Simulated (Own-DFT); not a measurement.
# Shaking the atoms of diamond germanium, 16 atoms (Ge16)

These are calculations, not measurements. The program, named Own-DFT, is a retired in-house plane-wave density functional code that no person has reviewed. Each row is one single-point run on a periodic cell that was not relaxed, without spin or spin-orbit coupling.

Settings of every run: PBE; PseudoDojo norm-conserving scalar-relativistic files; cutoff 42 hartree; 5 x 5 x 5 k mesh centred on Gamma; Fermi-Dirac smearing of 0.1 eV.

Known limits: k mesh not checked against a denser one; stress not checked against mesh or cutoff.

Cell vectors in Å: (0.000, 5.658, 5.658); (5.658, 0.000, 5.658); (5.658, 5.658, 0.000). In each run every atom was moved at random and independently from its ideal site; u is the rms move along one axis. E is the free energy for each atom above the fitted value at u = 0, and F the rms of the force components.

| run | u (Å) | E (meV/atom) | F (eV/Å) | largest force (eV/Å) | P (GPa) |
|---|---|---|---|---|---|
| 1 | 0.0212 | 7.8 | 0.313 | 0.82 | 3.89 |
| 2 | 0.0232 | 9.3 | 0.325 | 0.86 | 3.91 |
| 3 | 0.0514 | 47.9 | 0.764 | 2.15 | 4.42 |
| 4 | 0.0563 | ? | ? | ? | ? |
| 5 | 0.1007 | 176.8 | 1.396 | 4.60 | 5.82 |
| 6 | 0.1016 | 175.8 | 1.377 | 3.39 | 5.89 |
| 7 | 0.1121 | 258.4 | 2.113 | 7.39 | 7.05 |
| 8 | 0.1525 | 414.9 | 2.349 | 6.62 | 9.22 |

## Worked fit

For small independent moves the energy grows as E = (3/2) K u², with K the mean stiffness felt by one atom. The runs with u up to 0.11 Å give K = 11.6 ± 0.2 eV/Å², with residuals divided by u² + 0.0006 Å², since the noise grows with the moves. The scatter is 1.2 meV/atom at u = 0.05 Å. The forces follow F = G u with G = 14.2 eV/Å²; no force at u = 0 is resolved. G exceeds K because the moves of its neighbours add to the force on an atom, and stiffness differs between atoms. At u = 0.153 Å the parabola gives 406 meV/atom and the run 415. The pressure follows P = 3.83 + 199 u² GPa: at fixed volume, shortened bonds push harder than stretched ones pull.

## Withheld run

Question: what energy and rms force should run 4 give?

The fit gives 55 ± 2 meV/atom and about 0.80 eV/Å. The calculation gave 48.5 meV/atom and 0.764 eV/Å. This run lies off the fit, by chance or by something that the fit leaves out.
